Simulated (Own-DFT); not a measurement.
# Point defects and the pressure they add: C11b WSi2

The numbers are computed, not measured, by runs of the plane-wave DFT program Own-DFT (in-house, retired, unreviewed) at fixed positions, with no spin and no spin-orbit coupling.

Common settings: PBE; PseudoDojo norm-conserving scalar-relativistic files; cutoff 50 hartree; 5 x 5 x 5 k mesh centred on Gamma; cold (Marzari-Vanderbilt) smearing of 0.2 eV.

Caveats: forces on such cells failed a check on a denser k mesh; stress not checked against mesh or cutoff.

All runs share one cell, with vectors in Å (-2.148, -5.953, 3.409); (-6.444, 2.976, 1.136); (-2.553, -2.948, -6.757) and a volume of 403.2 Å³. The atoms are randomly displaced, by u rms on each axis. The defect's site can differ from row to row.

| cell | formula | u (Å) | P (GPa) |
|---|---|---|---|
| no defect | Si20W10 | 0.0225 | 4.55 |
| no defect | Si20W10 | 0.0522 | 5.77 |
| no defect | Si20W10 | 0.0525 | 6.31 |
| one Si vacancy | Si19W10 | 0.0292 | 3.40 |
| one Si vacancy | Si19W10 | 0.0320 | ? |
| one Si vacancy | Si19W10 | 0.0497 | 4.41 |
| one Si vacancy | Si19W10 | 0.0514 | 4.41 |
| one W vacancy | Si20W9 | 0.0329 | 3.98 |
| one W vacancy | Si20W9 | 0.0483 | 4.54 |
| one W vacancy | Si20W9 | 0.0572 | 5.24 |
| one Si on a W site | Si21W9 | 0.0285 | 6.02 |
| one Si on a W site | Si21W9 | 0.0314 | 6.04 |
| one Si on a W site | Si21W9 | 0.0554 | 8.10 |
| one W on a Si site | Si19W11 | 0.0308 | 9.58 |
| one W on a Si site | Si19W11 | 0.0355 | 10.35 |
| one W on a Si site | Si19W11 | 0.0470 | 11.22 |

## What the rows give

P = P0 + c u² + a shift for each defect gives P0 = 4.05 GPa, c = 748 ± 82 GPa/Å² and a scatter of 0.28 GPa. The shifts, and each times the cell's volume:

- one W on a Si site: 5.23 ± 0.23 GPa, 13.2 eV
- one Si on a W site: 1.46 ± 0.23 GPa, 3.7 eV
- one W vacancy: -1.13 ± 0.23 GPa, -2.8 eV
- one Si vacancy: -1.46 ± 0.23 GPa, -3.7 eV

A positive shift means that the defect pushes the cell outwards. Shift times volume (160.2 GPa Å³ is 1 eV) depends little on the cell's size, so, taken for each site, it can be compared between cells at like pressure. The atoms around the defects weren't relaxed, which would change these numbers.

## Withheld run

The question: what pressure belongs in the blank (one Si vacancy, u = 0.0320 Å)?

Estimate: 3.35 ± 0.34 GPa. The hidden result is 3.22 GPa.
